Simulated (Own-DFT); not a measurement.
# Point defects and the pressure they add: wurtzite GaN

No measurement is shown. These are fixed-geometry runs of a retired plane-wave code named Own-DFT, which no person has reviewed; spin and spin-orbit coupling are neglected.

All runs used: PBE; PseudoDojo norm-conserving scalar-relativistic files; cutoff 42 hartree; 4 x 4 x 3 k mesh centred on Gamma; Fermi-Dirac smearing of 0.1 eV.

Caveats (not all hold for every row): not probed for a lower state with spin; forces not confirmed at this smearing and k mesh; stress not checked against mesh or cutoff.

All runs share one cell, with vectors in Å (9.567, 0.000, 0.000); (-4.784, 8.285, 0.000); (0.000, 0.000, 10.370) and a volume of 822.0 Å³. The atoms are randomly displaced, by u rms on each axis. The defect's site can differ from row to row.

| cell | formula | u (Å) | P (GPa) |
|---|---|---|---|
| no defect | Ga36N36 | 0.0184 | 5.90 |
| no defect | Ga36N36 | 0.0483 | 7.30 |
| no defect | Ga36N36 | 0.0546 | 7.92 |
| one Ga on an N site | Ga37N35 | 0.0283 | 11.90 |
| one Ga on an N site | Ga37N35 | 0.0295 | ? |
| one Ga on an N site | Ga37N35 | 0.0478 | 12.91 |
| one Ga on an N site | Ga37N35 | 0.0488 | 13.30 |
| one N on a Ga site | Ga35N37 | 0.0280 | 5.49 |
| one N on a Ga site | Ga35N37 | 0.0469 | 6.23 |
| one N on a Ga site | Ga35N37 | 0.0517 | 6.92 |

## Worked fit

P = P0 + c u² + a shift for each defect gives P0 = 5.63 GPa, c = 746 ± 60 GPa/Å² and a scatter of 0.16 GPa. The shifts, and each times the cell's volume:

- one Ga on an N site: 5.71 ± 0.13 GPa, 29.3 eV
- one N on a Ga site: -0.83 ± 0.13 GPa, -4.2 eV

A positive shift means that the defect pushes the cell outwards. Shift times volume (160.2 GPa Å³ is 1 eV) depends little on the cell's size, so, taken for each site, it can be compared between cells at like pressure. The atoms around the defects weren't relaxed, which would change these numbers.

## Withheld run

Asked: what pressure belongs in the blank (one Ga on an N site, u = 0.0295 Å)?

Estimate: 11.99 ± 0.20 GPa. DFT gave 11.81 GPa.
